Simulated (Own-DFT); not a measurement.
# Computed records: GaN (wurtzite, strained, atoms displaced)

Computed with Own-DFT development build. A calculation, not a measurement: plane-wave PBE density functional theory by an unreviewed code, no spin, of a simulated periodic cell, stress positive in tension, free energy of the whole cell less one offset for each atom, forces on such cells passed a denser k mesh, this cell's mesh not checked; offsets are fitted by least squares, one for each functional and potential file, so energies compare only between cells with the same atoms and settings and are not formation energies; the far tail of each file's local potential was reset to the Coulomb form; each entry is a single point on an unrelaxed cell, so the pressure reflects the starting lattice, mostly measured values (interpolated for alloys), from which strain is counted, and rises with the displacements; printed positions are rounded, which can move forces by about a meV/angstrom; the program, named Own-DFT, is a retired in-house code; no spin-orbit coupling.

## GaN (wurtzite, strained, atoms displaced)

```cif
# cell vector a (Å): 12.7560 0.0000 0.0000
# cell vector b (Å): -4.7835 8.2853 0.0000
# cell vector c (Å): 0.0000 0.0000 10.4737
data_GaN
_symmetry_space_group_name_H-M 'P 1'
_symmetry_Int_Tables_number 1
_cell_length_a 12.7560
_cell_length_b 9.5670
_cell_length_c 10.4737
_cell_angle_alpha 90.000
_cell_angle_beta 90.000
_cell_angle_gamma 120.000
_cell_volume 1106.94
loop_
_atom_site_label
_atom_site_type_symbol
_atom_site_fract_x
_atom_site_fract_y
_atom_site_fract_z
_atom_site_occupancy
Ga1 Ga 0.08828 0.23186 0.00150 1
Ga2 Ga 0.16415 0.10265 0.25398 1
N1 N 0.08502 0.22146 0.18830 1
N2 N 0.16297 0.10581 0.43522 1
Ga3 Ga 0.08670 0.22737 0.50794 1
Ga4 Ga 0.16656 0.11484 0.74519 1
N3 N 0.08016 0.22022 0.69358 1
N4 N 0.16529 0.11071 0.93987 1
Ga5 Ga 0.08639 0.55393 0.99549 1
Ga6 Ga 0.16528 0.44173 0.24922 1
N5 N 0.08034 0.55585 0.19207 1
N6 N 0.17310 0.44537 0.44120 1
Ga7 Ga 0.08893 0.55338 0.49971 1
Ga8 Ga 0.16904 0.45137 0.74293 1
N7 N 0.08677 0.56115 0.68791 1
N8 N 0.16998 0.43488 0.93073 1
Ga9 Ga 0.07084 0.88525 0.99867 1
Ga10 Ga 0.15864 0.76884 0.24724 1
N9 N 0.08738 0.89373 0.19542 1
N10 N 0.16335 0.77128 0.43634 1
Ga11 Ga 0.09082 0.88523 0.50210 1
Ga12 Ga 0.16414 0.78533 0.75043 1
N11 N 0.08112 0.88937 0.68598 1
N12 N 0.16877 0.77657 0.94014 1
Ga13 Ga 0.33068 0.21603 0.99879 1
Ga14 Ga 0.40952 0.09955 0.24986 1
N13 N 0.32708 0.21880 0.19452 1
N14 N 0.42023 0.09852 0.44569 1
Ga15 Ga 0.33909 0.22286 0.50741 1
Ga16 Ga 0.41932 0.11118 0.74760 1
N15 N 0.33658 0.22592 0.68616 1
N16 N 0.41813 0.11799 0.93162 1
Ga17 Ga 0.33286 0.56139 0.00023 1
Ga18 Ga 0.41950 0.45835 0.24930 1
N17 N 0.33444 0.56073 0.18222 1
N18 N 0.41401 0.43617 0.43360 1
Ga19 Ga 0.33620 0.54792 0.49441 1
Ga20 Ga 0.42517 0.45226 0.74689 1
N19 N 0.32386 0.55317 0.68784 1
N20 N 0.42075 0.44085 0.94800 1
Ga21 Ga 0.33034 0.88875 0.00623 1
Ga22 Ga 0.41646 0.77959 0.25328 1
N21 N 0.32416 0.87915 0.18636 1
N22 N 0.41924 0.77736 0.44578 1
Ga23 Ga 0.33404 0.88554 0.49873 1
Ga24 Ga 0.41349 0.77110 0.74761 1
N23 N 0.33393 0.89008 0.68823 1
N24 N 0.41407 0.76714 0.93223 1
Ga25 Ga 0.58347 0.21739 0.99717 1
Ga26 Ga 0.66411 0.10930 0.25115 1
N25 N 0.58261 0.22671 0.18644 1
N26 N 0.66687 0.10163 0.43159 1
Ga27 Ga 0.58574 0.21448 0.49273 1
Ga28 Ga 0.67304 0.11639 0.75842 1
N27 N 0.58612 0.22752 0.69551 1
N28 N 0.66261 0.10737 0.94111 1
Ga29 Ga 0.57914 0.55162 0.00530 1
Ga30 Ga 0.66861 0.44870 0.25509 1
N29 N 0.58351 0.54932 0.18504 1
N30 N 0.66480 0.43400 0.43874 1
Ga31 Ga 0.58499 0.56219 0.50365 1
Ga32 Ga 0.67882 0.45267 0.75791 1
N31 N 0.58391 0.55640 0.69307 1
N32 N 0.65801 0.44305 0.93150 1
Ga33 Ga 0.57556 0.88080 0.00882 1
Ga34 Ga 0.66139 0.77886 0.24407 1
N33 N 0.57888 0.88206 0.20159 1
N34 N 0.66323 0.77298 0.44485 1
Ga35 Ga 0.59205 0.89368 0.49899 1
Ga36 Ga 0.67780 0.79706 0.75018 1
N35 N 0.58002 0.89300 0.68222 1
N36 N 0.66335 0.77260 0.94709 1
Ga37 Ga 0.83468 0.22580 0.99565 1
Ga38 Ga 0.92202 0.11100 0.24816 1
N37 N 0.83283 0.21730 0.19195 1
N38 N 0.91377 0.11606 0.43617 1
Ga39 Ga 0.82891 0.22406 0.49982 1
Ga40 Ga 0.91941 0.11280 0.74689 1
N39 N 0.83021 0.22356 0.68788 1
N40 N 0.92619 0.11383 0.93764 1
Ga41 Ga 0.83218 0.54971 0.00479 1
Ga42 Ga 0.91904 0.44812 0.25255 1
N41 N 0.83143 0.54618 0.19011 1
N42 N 0.91500 0.44058 0.43205 1
Ga43 Ga 0.83197 0.54727 0.49937 1
Ga44 Ga 0.91934 0.45337 0.74626 1
N43 N 0.83396 0.55443 0.69172 1
N44 N 0.91973 0.45256 0.94057 1
Ga45 Ga 0.82894 0.88486 0.00166 1
Ga46 Ga 0.92341 0.77963 0.24653 1
N45 N 0.82927 0.88329 0.18617 1
N46 N 0.91140 0.77281 0.43760 1
Ga47 Ga 0.83199 0.88589 0.50268 1
Ga48 Ga 0.91754 0.77884 0.74970 1
N47 N 0.83369 0.89142 0.69121 1
N48 N 0.91814 0.77979 0.94093 1
```

Here we set functional PBE, potential files PseudoDojo norm-conserving, scalar-relativistic, standard set with the stringent files for Ga, wave cutoff 96 hartree, occupations Gaussian, smearing width 0.01 eV and k mesh 3 x 4 x 3 centred on Gamma.

Results for GaN (wurtzite, strained, atoms displaced): free energy of cell above offsets -5.968 eV; pressure 4.76 GPa; stress xx -6.13 GPa; stress yy -5.56 GPa; stress zz -2.58 GPa; stress yz 0.71 GPa; stress xz 0.6 GPa; stress xy -1.01 GPa.

Force:
```tsv
element	x (eV/Å)	y (eV/Å)	z (eV/Å)
Ga	0.491	-1.685	0.188
Ga	-0.07	1.967	-0.033
N	0.164	0.218	-0.039
N	0.517	0.417	1.756
Ga	-0.337	-1.29	-1.182
Ga	0.657	-0.025	1.17
N	0.583	0.991	-1.067
N	0.001	-0.481	-0.662
Ga	0.234	-0.061	0.422
Ga	0.226	0.195	0.269
N	1.017	-0.917	-1.214
N	-0.813	-0.404	-0.795
Ga	-0.929	-0.102	-0.042
Ga	-0.905	-1.414	1.313
N	-0.75	-0.094	-0.263
N	-1.084	2.142	0.331
Ga	3.093	1.56	0.891
Ga	0.487	0.884	0.724
N	-0.431	-1.548	-1.796
N	0.929	0.078	-0.198
Ga	-2.012	0.294	-0.695
Ga	1.518	-0.221	0.424
N	-0.031	0.36	0.283
N	-1.156	0.124	-0.237
Ga	-0.172	0.553	0.856
Ga	-0.075	1.501	0.301
N	1.027	0.457	-0.63
N	-1.367	1.321	-1.396
Ga	-0.275	-0.918	-1.834
Ga	0.124	0.175	-0.015
N	-0.487	-0.067	0.853
N	0.419	-1.545	1.134
Ga	1.014	-1.913	-0.599
Ga	0.467	-2.163	-0.489
N	-0.565	-0.045	1.178
N	0.845	0.757	0.512
Ga	-0.215	1.246	1.118
Ga	-1.44	-0.775	1.559
N	2.952	0.288	-1.073
N	-1.997	0.074	-1.477
Ga	0.546	0.489	-1.849
Ga	-1.008	-0.62	0.877
N	0.868	0.366	0.795
N	0.213	-0.55	-1.148
Ga	-0.073	-1.03	0.933
Ga	-0.052	0.951	-0.378
N	-0.56	-0.398	-0.023
N	-0.476	1.966	0.788
Ga	-1.299	1.045	0.376
Ga	0.31	0.807	-0.953
N	0.096	-1.071	0.243
N	-0.315	1.231	0.672
Ga	-0.141	0.116	1.781
Ga	-1.78	-0.762	-1.094
N	0.825	-0.053	-1.129
N	1.191	-0.507	0.419
Ga	0.781	0.006	-0.859
Ga	-0.129	-0.748	-0.373
N	-0.471	1.065	1.386
N	-0.463	1.035	0.321
Ga	0.397	-1.871	0.358
Ga	-2.285	-1.268	-1.449
N	1.252	1.442	-0.767
N	1.907	0.141	2.401
Ga	0.499	0.289	-0.696
Ga	2.293	-1.158	1.33
N	-0.902	1.194	-1.947
N	0.829	0.662	-1.519
Ga	-1.373	-0.954	0.52
Ga	-2.367	-2.178	0.847
N	1.054	0.107	1.313
N	-0.296	0.953	-1.022
Ga	0.626	-0.611	1.072
Ga	-1.12	-0.354	0.313
N	-0.154	0.466	-0.97
N	1.025	-0.531	0.828
Ga	0.805	-0.373	-0.296
Ga	-0.887	0.26	1.01
N	1.136	0.55	0.052
N	-1.823	-0.463	-0.207
Ga	-1.24	0.331	-0.337
Ga	-0.214	-1.665	-0.727
N	-0.219	1.325	-0.277
N	0.592	0.534	1.68
Ga	-0.379	0.824	-0.082
Ga	0.929	-0.966	0.763
N	0.377	1.265	-1.122
N	0.297	-0.88	-0.924
Ga	0.25	0.833	-0.114
Ga	-1.661	-0.742	0.908
N	0.572	0.3	0.56
N	0.903	0.036	0.236
Ga	0.238	0.657	-0.873
Ga	-0.208	-0.038	0.295
N	1.227	0.255	-0.562
N	-1.797	-1.641	-0.925
```
